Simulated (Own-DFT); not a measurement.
# Which defects push the lattice out? C40 NbSi2

No measurement is shown. These are fixed-geometry runs of a retired plane-wave code named Own-DFT, which no person has reviewed; spin and spin-orbit coupling are neglected.

Method: PBE; PseudoDojo norm-conserving scalar-relativistic files; cutoff 42 hartree; 4 x 4 x 5 k mesh centred on Gamma; cold (Marzari-Vanderbilt) smearing of 0.2 eV.

Known weak points: forces on such cells failed a check on a denser k mesh; stress not checked against mesh or cutoff.

All runs share one cell, with vectors in Å (0.000, 8.324, 0.000); (-9.613, 0.000, 0.000); (0.000, 0.000, 6.586) and a volume of 527.0 Å³. The atoms are randomly displaced, by u rms on each axis. The defect's site can differ from row to row.

```
                    cell   formula   u (Å)  P (GPa)
               no defect  Nb12Si24  0.0207     1.54
               no defect  Nb12Si24  0.0483     2.36
               no defect  Nb12Si24  0.0503     2.50
          one Si vacancy  Nb12Si23  0.0278     0.97
          one Si vacancy  Nb12Si23  0.0517     1.95
          one Si vacancy  Nb12Si23  0.0523     1.84
two Si on a Nb site each  Nb10Si26  0.0324     1.68
two Si on a Nb site each  Nb10Si26  0.0472     2.19
two Si on a Nb site each  Nb10Si26  0.0537     2.78
        two Nb vacancies  Nb10Si24  0.0296        ?
        two Nb vacancies  Nb10Si24  0.0346     0.14
        two Nb vacancies  Nb10Si24  0.0457     0.97
        two Nb vacancies  Nb10Si24  0.0503     0.60
two Nb on a Si site each  Nb14Si22  0.0306     7.36
two Nb on a Si site each  Nb14Si22  0.0485     8.14
two Nb on a Si site each  Nb14Si22  0.0517     8.28
```

## Analysis

P = P0 + c u² + a shift for each defect gives P0 = 1.26 GPa, c = 493 ± 53 GPa/Å² and a scatter of 0.16 GPa. The shifts, and each times the cell's volume:

- two Nb on a Si site each: 5.69 ± 0.13 GPa, 18.7 eV (9.4 eV for each of its 2 sites)
- two Si on a Nb site each: -0.06 ± 0.13 GPa, -0.2 eV (-0.1 eV for each of its 2 sites) (not resolved)
- one Si vacancy: -0.69 ± 0.13 GPa, -2.3 eV
- two Nb vacancies: -1.65 ± 0.13 GPa, -5.4 eV (-2.7 eV for each of its 2 sites)

Positive is outwards. The product with the volume (160.2 GPa Å³ to the eV) is nearly free of the cell's size; divided by the bulk modulus at the cell's pressure it gives the volume that the defect adds. The atoms around the defects weren't relaxed, which would change these numbers.

## Check

Asked: what pressure belongs in the blank (two Nb vacancies, u = 0.0296 Å)?

Estimate: 0.05 ± 0.20 GPa. DFT gave -0.13 GPa.
